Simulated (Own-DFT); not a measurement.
# Computed records: AlN (wurtzite, atoms displaced)

A calculation, not a measurement: plane-wave PBE density functional theory by an unreviewed code, no spin, of a simulated periodic cell, stress positive in tension, free energy of the whole cell less one offset for each atom, forces on such cells passed a denser k mesh, this cell's mesh not checked; offsets are fitted by least squares, one for each functional and potential file, so energies compare only between cells with the same atoms and settings and are not formation energies; the far tail of each file's local potential was reset to the Coulomb form; each entry is a single point on an unrelaxed cell, so the pressure reflects the starting lattice, mostly measured values (interpolated for alloys), from which strain is counted, and rises with the displacements; printed positions are rounded, which can move forces by about a meV/angstrom; the program, named Own-DFT, is a retired in-house code; no spin-orbit coupling. Program: Own-DFT development build.

Settings shared by all entries: functional PBE; potential files PseudoDojo norm-conserving, scalar-relativistic, standard set; wave cutoff 42 hartree; occupations Fermi-Dirac; smearing width 0.1 eV; hardware one NVIDIA H100; k mesh 2 x 2 x 2 centred on Gamma.

(1) AlN (wurtzite, atoms displaced)

```
AlN
1.0
     12.4480     0.0000     0.0000
     -6.2240    10.7803     0.0000
      0.0000     0.0000     9.9640
Al N Al N Al N Al N Al N Al N Al N Al N Al N Al N Al N Al N Al N Al N Al N Al N Al N Al N Al N Al N Al N Al N Al N Al N Al N Al N Al N Al N Al N Al N Al N Al N
2 2 2 2 2 2 2 2 2 2 2 2 2 2 2 2 2 2 2 2 2 2 2 2 2 2 2 2 2 2 2 2 2 2 2 2 2 2 2 2 2 2 2 2 2 2 2 2 2 2 2 2 2 2 2 2 2 2 2 2 2 2 2 2
Direct
  0.11289 0.17397 0.99247
  0.16609 0.06682 0.24723
  0.06618 0.14794 0.19849
  0.15403 0.07288 0.45512
  0.08043 0.15829 0.50599
  0.16602 0.06938 0.75597
  0.08237 0.17995 0.69206
  0.17874 0.09233 0.92777
  0.07428 0.41001 0.01134
  0.16669 0.33135 0.24991
  0.08987 0.42788 0.18614
  0.15067 0.31899 0.43546
  0.07325 0.40212 0.50439
  0.15603 0.33774 0.74535
  0.07945 0.39510 0.68595
  0.15585 0.33634 0.94805
  0.07226 0.66059 0.99280
  0.17074 0.57857 0.25249
  0.06445 0.65545 0.17042
  0.17663 0.58684 0.45773
  0.07766 0.66322 0.50357
  0.17319 0.58338 0.75565
  0.09408 0.67380 0.68738
  0.17244 0.58620 0.93917
  0.08626 0.91870 0.99264
  0.16935 0.82457 0.24946
  0.08336 0.92836 0.20609
  0.16966 0.83340 0.43713
  0.07827 0.90426 0.50061
  0.17707 0.85126 0.76404
  0.08157 0.91349 0.70038
  0.15413 0.84548 0.93009
  0.33707 0.15765 0.00104
  0.41791 0.08354 0.26742
  0.33258 0.17115 0.17966
  0.41913 0.08429 0.45007
  0.32905 0.16894 0.49586
  0.40095 0.07753 0.73339
  0.33041 0.16903 0.71241
  0.40129 0.07470 0.93540
  0.35999 0.41824 0.01081
  0.40934 0.31470 0.24609
  0.31753 0.41805 0.18460
  0.41092 0.33590 0.43855
  0.34612 0.43996 0.50312
  0.39214 0.31412 0.74237
  0.33780 0.42121 0.69403
  0.41186 0.32270 0.96565
  0.34382 0.67895 0.00259
  0.41089 0.56522 0.25327
  0.31408 0.66495 0.19540
  0.42813 0.57886 0.45606
  0.34623 0.67732 0.49685
  0.42618 0.58584 0.76373
  0.34637 0.67358 0.70220
  0.41052 0.58271 0.95058
  0.34923 0.92226 0.99899
  0.40568 0.82546 0.25856
  0.33838 0.91112 0.18438
  0.41781 0.82202 0.43697
  0.31916 0.90370 0.50201
  0.40499 0.83489 0.74191
  0.32928 0.91890 0.68536
  0.40856 0.84935 0.94699
  0.56778 0.15681 0.00900
  0.66438 0.07978 0.24618
  0.57149 0.15171 0.20218
  0.66544 0.07494 0.43365
  0.57013 0.15973 0.50224
  0.66167 0.09155 0.74231
  0.56869 0.16714 0.69080
  0.67038 0.06680 0.93168
  0.57298 0.41687 0.99332
  0.65949 0.33555 0.25566
  0.58351 0.41874 0.17938
  0.67252 0.34160 0.43772
  0.57956 0.41952 0.49564
  0.67602 0.34035 0.72928
  0.59891 0.42948 0.70122
  0.65680 0.32042 0.92751
  0.58655 0.66076 0.00026
  0.66239 0.58289 0.25111
  0.57864 0.65528 0.15843
  0.67210 0.60131 0.44167
  0.58861 0.67413 0.51556
  0.67641 0.58681 0.74085
  0.58945 0.66870 0.68104
  0.67242 0.58642 0.94453
  0.60614 0.93263 0.00146
  0.66036 0.81977 0.25785
  0.56773 0.91169 0.18427
  0.66076 0.83963 0.44566
  0.57591 0.88853 0.50780
  0.67696 0.83079 0.74571
  0.58335 0.91111 0.67724
  0.67025 0.83010 0.94785
  0.84296 0.17223 0.01758
  0.91788 0.08129 0.25748
  0.84241 0.15582 0.18327
  0.91327 0.06956 0.43093
  0.82910 0.16008 0.49401
  0.89788 0.06965 0.74922
  0.83131 0.17355 0.70180
  0.91087 0.09362 0.95386
  0.84052 0.43934 0.99686
  0.90753 0.32265 0.24628
  0.84368 0.41330 0.18899
  0.91252 0.34021 0.44665
  0.82515 0.40500 0.48736
  0.90618 0.32788 0.74755
  0.84672 0.41969 0.68673
  0.91596 0.33286 0.94553
  0.82390 0.65677 0.99866
  0.93183 0.59253 0.27178
  0.83727 0.66810 0.17342
  0.90879 0.56420 0.42295
  0.83370 0.67660 0.50686
  0.91204 0.57273 0.75773
  0.82932 0.67013 0.70420
  0.90377 0.58023 0.94166
  0.83898 0.91349 0.00031
  0.91585 0.83038 0.24417
  0.84119 0.91160 0.18857
  0.90280 0.81806 0.43802
  0.82467 0.91262 0.50887
  0.91800 0.82104 0.75466
  0.83531 0.92556 0.68211
  0.92368 0.83153 0.93447
```

| Item | Value |
| --- | --- |
| free energy of cell above offsets | -17.618 eV |
| pressure | 13.97 GPa |
| stress xx | -11.31 GPa |
| stress yy | -15.94 GPa |
| stress zz | -14.66 GPa |
| stress yz | -0.26 GPa |
| stress xz | 1.43 GPa |
| stress xy | 2 GPa |
| wall time | 409.5 s |

Force:
```csv
element,x (eV/Å),y (eV/Å),z (eV/Å)
Al,-6.559,1.224,1.948
Al,-2.046,9.942,3.153
N,5.705,3.553,-2.044
N,3.429,-0.035,-1.301
Al,-1.743,0.961,0.046
Al,-3.226,2.978,-2.588
N,1.085,-4.385,0.008
N,1.239,-2.481,2.902
Al,0.665,1.634,-2.315
Al,-2.809,-2.281,-0.331
N,-0.538,-3.441,2.894
N,1.577,1.866,0.432
Al,0.664,1.675,-0.744
Al,7.722,-3.048,5.255
N,-8.557,6.253,-1.876
N,3.71,-0.694,-1.346
Al,1.59,1.395,-1.421
Al,-4.376,-1.157,1.996
N,3.121,2.744,3.131
N,-1.079,-0.873,-1.639
Al,1.453,-1.174,-0.1
Al,-0.13,-0.619,-1.372
N,-1.536,-0.365,1.734
N,-1.421,0.139,0.594
Al,-3.835,2.415,2.927
Al,-1.079,0.423,-2.145
N,1.717,-10.31,-4.068
N,-1.878,-1.907,-0.54
Al,-1.397,1.052,0.274
Al,-0.183,-3.629,-3.582
N,-0.126,-0.876,-2.749
N,5.685,-3.705,3.374
Al,-1.923,0.811,-0.751
Al,-0.961,-1.947,-2.478
N,0.701,-4.942,2.439
N,-3.995,-1.909,-0.417
Al,-1.042,-0.736,1.074
Al,2.607,1.622,2.732
N,0.066,-5.733,-4.681
N,2.938,0.282,-0.992
Al,-7.448,2.065,-0.643
Al,-0.789,5.577,0.741
N,3.824,-1.504,1.109
N,1.004,-0.509,-0.026
Al,-1.963,-10.24,2.823
Al,0.949,8.34,2.841
N,-0.391,-0.023,-0.125
N,1.206,-0.948,-3.657
Al,-2.002,-0.34,0.181
Al,-0.462,3.588,-0.313
N,5.978,2.142,-1.264
N,-1.031,8.114,-4.655
Al,-0.752,-5.701,2.82
Al,-1.022,0.004,-0.746
N,-0.515,-1.257,-1.474
N,2.715,-0.07,-0.835
Al,-10.01,3.882,3.926
Al,1.738,0.439,-2.403
N,-2.936,1.426,2.299
N,-1.707,4.294,0.64
Al,3.057,1.5,-0.282
Al,3.179,0.569,2.408
N,-0.177,-0.408,-0.76
N,10.71,-7.311,-5.646
Al,1.797,0.945,-1.998
Al,1.083,-1.233,0.546
N,0.147,2.893,-1.227
N,-1.346,0.498,1.206
Al,4.858,1.49,0.149
Al,1.06,-1.824,0.968
N,1.249,0.218,-1.185
N,-2.182,7.908,-1.457
Al,4.402,-0.28,-0.98
Al,2.537,-0.092,-2.655
N,-0.709,-0.831,2.572
N,-3.872,-2.356,0.915
Al,0.654,1.111,1.15
Al,-0.681,-1.475,2.957
N,-2.084,-2.831,-2.964
N,0.042,1.532,1.27
Al,-1.087,1.953,-7.718
Al,1.488,0.825,-1.462
N,-1.145,-0.146,12.79
N,0.24,-2.489,-0.505
Al,0.081,-0.264,-5.092
Al,-3.677,-0.534,2.755
N,0.438,-0.325,5.983
N,-2.418,-2.234,-2.702
Al,-1.2,-7.286,2.046
Al,-0.037,1.635,-2.779
N,2.437,-0.386,1.256
N,7.268,-4.633,-3.228
Al,-6.79,6.201,-0.49
Al,-2.696,0.673,2.058
N,-0.877,0.705,4.294
N,0.17,-0.355,-1.956
Al,-2.554,0.804,-5.7
Al,-0.276,-2.812,-2.115
N,-3.769,1.184,5.59
N,-1.083,0.951,4.086
Al,0.199,0.397,0.909
Al,1.001,6.324,3.297
N,-0.486,-3.429,-3.226
N,5.032,-4.157,-3.324
Al,0.591,-10.04,3.173
Al,2.099,1.078,0.608
N,-3.84,0.814,0.016
N,3.084,-3.858,-2.107
Al,0.478,2.801,2.092
Al,3.659,1.134,2.573
N,-3.056,0.174,-1.535
N,-1.761,1.223,-0.73
Al,1.102,3.175,-0.086
Al,-2.407,-0.871,-12.18
N,-0.304,-0.752,4.469
N,-0.912,1.97,12.04
Al,0.788,-4.854,0.676
Al,0.788,2.531,-1.384
N,3.869,-1.288,-3.403
N,1.676,4.683,-3.27
Al,-0.594,1.697,0.241
Al,0.387,-0.831,0.383
N,-3.155,-0.239,0.804
N,1.188,4.635,-0.236
Al,1.239,0.583,-3.768
Al,-0.464,3.961,0.381
N,1.471,-4.266,1.5
N,-1.531,-0.081,1.32
```

(2) AlN (wurtzite, atoms displaced)

```
AlN
1.0
     12.4480     0.0000     0.0000
     -6.2240    10.7803     0.0000
      0.0000     0.0000     9.9640
Al N Al N Al N Al N Al N Al N Al N Al N Al N Al N Al N Al N Al N Al N Al N Al N Al N Al N Al N Al N Al N Al N Al N Al N Al N Al N Al N Al N Al N Al N Al N Al N
2 2 2 2 2 2 2 2 2 2 2 2 2 2 2 2 2 2 2 2 2 2 2 2 2 2 2 2 2 2 2 2 2 2 2 2 2 2 2 2 2 2 2 2 2 2 2 2 2 2 2 2 2 2 2 2 2 2 2 2 2 2 2 2
Direct
  0.08436 0.18129 0.98105
  0.16686 0.08366 0.26131
  0.06997 0.16560 0.19916
  0.17941 0.08807 0.44541
  0.09744 0.17141 0.50146
  0.16495 0.08732 0.73284
  0.08984 0.17117 0.68427
  0.15359 0.07364 0.95874
  0.09507 0.44315 0.98848
  0.14872 0.31867 0.23766
  0.07184 0.40644 0.19051
  0.17631 0.33359 0.44382
  0.08701 0.42464 0.49760
  0.16918 0.32199 0.75171
  0.07827 0.41959 0.67434
  0.15408 0.32853 0.93511
  0.08706 0.66921 0.00507
  0.16688 0.59317 0.23805
  0.05757 0.64882 0.20432
  0.15274 0.58269 0.43279
  0.09946 0.67301 0.51115
  0.17309 0.58576 0.75370
  0.08051 0.66140 0.69300
  0.17661 0.59865 0.92822
  0.07097 0.92302 0.00249
  0.14854 0.82872 0.23380
  0.09176 0.90798 0.18809
  0.16258 0.82488 0.43389
  0.08216 0.91451 0.50971
  0.16482 0.84035 0.75066
  0.06981 0.91064 0.67216
  0.17074 0.84000 0.93597
  0.32961 0.17039 0.99366
  0.41425 0.07773 0.26360
  0.32821 0.15912 0.21121
  0.41244 0.08556 0.43933
  0.34285 0.16278 0.50300
  0.40836 0.07144 0.74912
  0.34644 0.17064 0.68273
  0.40819 0.07292 0.93663
  0.34233 0.42447 0.00284
  0.41222 0.33443 0.24335
  0.33299 0.42180 0.17972
  0.41393 0.33730 0.44484
  0.33264 0.40985 0.50416
  0.40788 0.33445 0.75524
  0.35344 0.42355 0.69167
  0.41382 0.32635 0.94469
  0.32475 0.65212 0.00721
  0.41153 0.57061 0.23825
  0.33349 0.66150 0.19629
  0.42026 0.58588 0.45592
  0.33481 0.66535 0.50021
  0.41384 0.60402 0.74384
  0.32407 0.66198 0.69868
  0.41869 0.58683 0.93353
  0.33774 0.91483 0.00143
  0.41524 0.83222 0.25007
  0.30610 0.91959 0.20314
  0.40925 0.82997 0.44359
  0.34263 0.92738 0.49136
  0.41928 0.85256 0.75556
  0.33613 0.92370 0.69288
  0.41830 0.83285 0.91693
  0.57170 0.15478 0.00232
  0.66987 0.09673 0.26375
  0.59857 0.16368 0.19582
  0.65835 0.08054 0.44297
  0.55999 0.15813 0.47862
  0.67205 0.08388 0.75111
  0.58925 0.18368 0.69058
  0.68416 0.09098 0.93431
  0.57214 0.41717 0.98502
  0.66166 0.33475 0.23638
  0.56856 0.39672 0.18581
  0.66242 0.33752 0.46561
  0.59212 0.40862 0.49247
  0.66389 0.33748 0.74638
  0.58560 0.41939 0.68416
  0.66518 0.32410 0.95336
  0.59120 0.66766 0.99457
  0.68660 0.59056 0.23371
  0.58322 0.66993 0.17737
  0.66774 0.58779 0.44457
  0.58226 0.66422 0.50919
  0.65814 0.58022 0.73702
  0.58039 0.66565 0.70712
  0.65605 0.57403 0.94746
  0.59108 0.91936 0.02217
  0.66282 0.82889 0.22850
  0.56677 0.91923 0.20117
  0.67423 0.83193 0.43961
  0.57482 0.88799 0.49444
  0.66859 0.83633 0.75515
  0.59153 0.90863 0.69198
  0.66842 0.83251 0.94958
  0.83885 0.16359 0.99144
  0.89510 0.06196 0.24637
  0.82593 0.15924 0.16555
  0.88974 0.06942 0.43451
  0.83641 0.17499 0.49892
  0.91836 0.08754 0.76821
  0.83988 0.17173 0.69606
  0.91971 0.08933 0.93139
  0.83353 0.42786 0.00000
  0.91071 0.32015 0.26928
  0.82638 0.42988 0.21688
  0.92267 0.32936 0.45263
  0.82033 0.41643 0.49791
  0.91914 0.33467 0.77210
  0.83226 0.40225 0.68965
  0.91210 0.32532 0.94666
  0.83219 0.66193 0.99114
  0.92264 0.58787 0.25442
  0.83473 0.68619 0.19309
  0.91095 0.57171 0.45024
  0.83442 0.67017 0.49736
  0.91289 0.58751 0.74154
  0.83806 0.67882 0.68982
  0.90886 0.57834 0.94892
  0.82520 0.91753 0.00502
  0.91852 0.83114 0.27506
  0.82958 0.90251 0.17869
  0.91250 0.83507 0.44950
  0.83620 0.91258 0.51051
  0.90569 0.82952 0.75298
  0.83746 0.91920 0.69048
  0.91078 0.82959 0.92349
```

| Quantity | Value |
| --- | --- |
| free energy of cell above offsets | -23.168 eV |
| pressure | 11.91 GPa |
| stress xx | -12.14 GPa |
| stress yy | -12.58 GPa |
| stress zz | -11 GPa |
| stress yz | 0.94 GPa |
| stress xz | -0.43 GPa |
| stress xy | 1.12 GPa |
| wall time | 407 s |

Force:
```csv
element,x (eV/Å),y (eV/Å),z (eV/Å)
Al,0.721,-5.866,4.217
Al,-0.819,-0.65,-1.619
N,1.42,-4.035,-1.637
N,-1.415,-1.775,0.925
Al,-2.043,-0.384,-1.749
Al,2.054,-2.018,1.037
N,-1.121,-1.618,1.056
N,0.393,5.718,-3.394
Al,-1.125,-6.063,1.881
Al,1.033,3.888,2.357
N,0.235,2.755,-1.125
N,-2.263,0.118,-1.409
Al,0.757,-1.124,-1.068
Al,-1.075,4.629,-1.723
N,1.831,0.005,4.976
N,1.442,5.919,-0.545
Al,-2.273,0.812,-1.127
Al,-0.321,-3.054,3.174
N,10.19,6.774,-6.404
N,4.023,0.213,-0.827
Al,-3.246,-0.84,-0.676
Al,-3.12,-1.777,-3.433
N,0.226,1.777,1.375
N,-1.228,-0.453,3.642
Al,1.352,-4.31,0.568
Al,6.732,-6.144,5.548
N,-11.33,6.003,-1.689
N,-0.375,2.292,0.79
Al,1.279,-0.113,-6.846
Al,-0.068,-1.436,-0.739
N,1.14,1.319,7.858
N,-0.843,-1.109,1.539
Al,0.484,-3.912,2.312
Al,-0.78,0.838,-4.084
N,0.551,1.858,-2.671
N,-0.997,-3.045,-0.742
Al,-3.955,3.673,-0.592
Al,1.616,5.924,0.932
N,-2.367,-0.848,2.594
N,-0.246,1.608,1.12
Al,-0.998,-0.712,-2.768
Al,-0.31,-1.325,2.261
N,-0.534,-3.618,0.824
N,2.925,-1.509,-1.611
Al,0.184,2.161,0.586
Al,4.676,-1.29,-0.826
N,-5.226,1.105,0.093
N,-2.468,1.113,-1.314
Al,2.38,3.392,-1.383
Al,1.135,3.951,2.96
N,-1.076,0.843,-1.21
N,-0.685,-0.846,-1.93
Al,-1.952,-0.949,0.282
Al,4.602,-3.772,1.541
N,-0.968,4.134,-3.365
N,-0.345,-0.523,1.184
Al,-1.36,-0.648,0.249
Al,-3.432,-1.326,1.474
N,6.579,-0.333,-2.151
N,0.952,-0.017,-0.567
Al,-1.816,-3.579,1.106
Al,2.553,-1.876,-5.635
N,-1.426,-2.824,-3.018
N,0.386,-0.464,9.682
Al,2.208,1.392,-0.812
Al,4.959,-3.607,-0.021
N,-7.418,1.975,-1.672
N,-0.1,-0.026,0.99
Al,8.07,4.376,4.822
Al,-0.766,0.893,-1.77
N,-0.461,-5.771,-0.761
N,-3.493,-3.063,1.198
Al,3.946,-2.535,2.437
Al,1.146,-0.947,0.952
N,-0.493,3.56,-0.988
N,5.896,-7.099,-5.328
Al,-10.57,6.073,2.104
Al,1.636,0.357,1.213
N,-1.053,-0.22,1.405
N,-1.69,1.452,-1.008
Al,-2.209,-0.189,-0.349
Al,-5.609,-3.376,2.662
N,-0.053,-2.337,1.231
N,0.788,-0.982,-1.099
Al,0.937,0.385,-0.742
Al,1.689,0.082,1.001
N,-0.373,1.646,-1.495
N,2.046,2.082,-1.769
Al,-1.423,0.886,-4.168
Al,-0.107,0.368,3.218
N,3.878,0.871,-0.818
N,-0.295,-1.743,-1.177
Al,-0.53,3.934,1.167
Al,1.864,-0.787,0.559
N,-4.003,1.563,-1.395
N,-1.247,0.519,-0.49
Al,-1.137,1.611,-0.014
Al,0.417,2.59,0.392
N,0.116,-0.384,5.726
N,2.638,0.789,0.157
Al,-0.635,-3.411,2.618
Al,-0.631,-0.715,-8.495
N,0.473,-0.697,-0.116
N,1.407,-1.888,5.71
Al,0.455,-5.462,1.909
Al,-0.58,1.225,-2.801
N,1.623,-2.716,-2.465
N,-1.805,1.554,-2.081
Al,3.881,-1.197,1.739
Al,-0.223,-0.149,-4.787
N,-1.695,2.862,0.898
N,0.39,4.227,1.618
Al,-1.726,1.797,1.034
Al,-9.307,-3.763,4.897
N,4.558,-1.086,-2.139
N,-0.392,4.323,-0.595
Al,0.574,-1.759,0.685
Al,1.025,-1.924,-0.121
N,-0.851,-3.429,-0.342
N,2.005,3.231,-2.131
Al,2.94,0.445,-2.857
Al,-0.031,1.844,-3.898
N,-0.084,1.061,2.531
N,2.245,0.05,0.277
Al,-2.796,1.733,-0.935
Al,0.973,1.998,-2.644
N,-1.097,0.551,1.902
N,-0.141,0.322,4.968
```
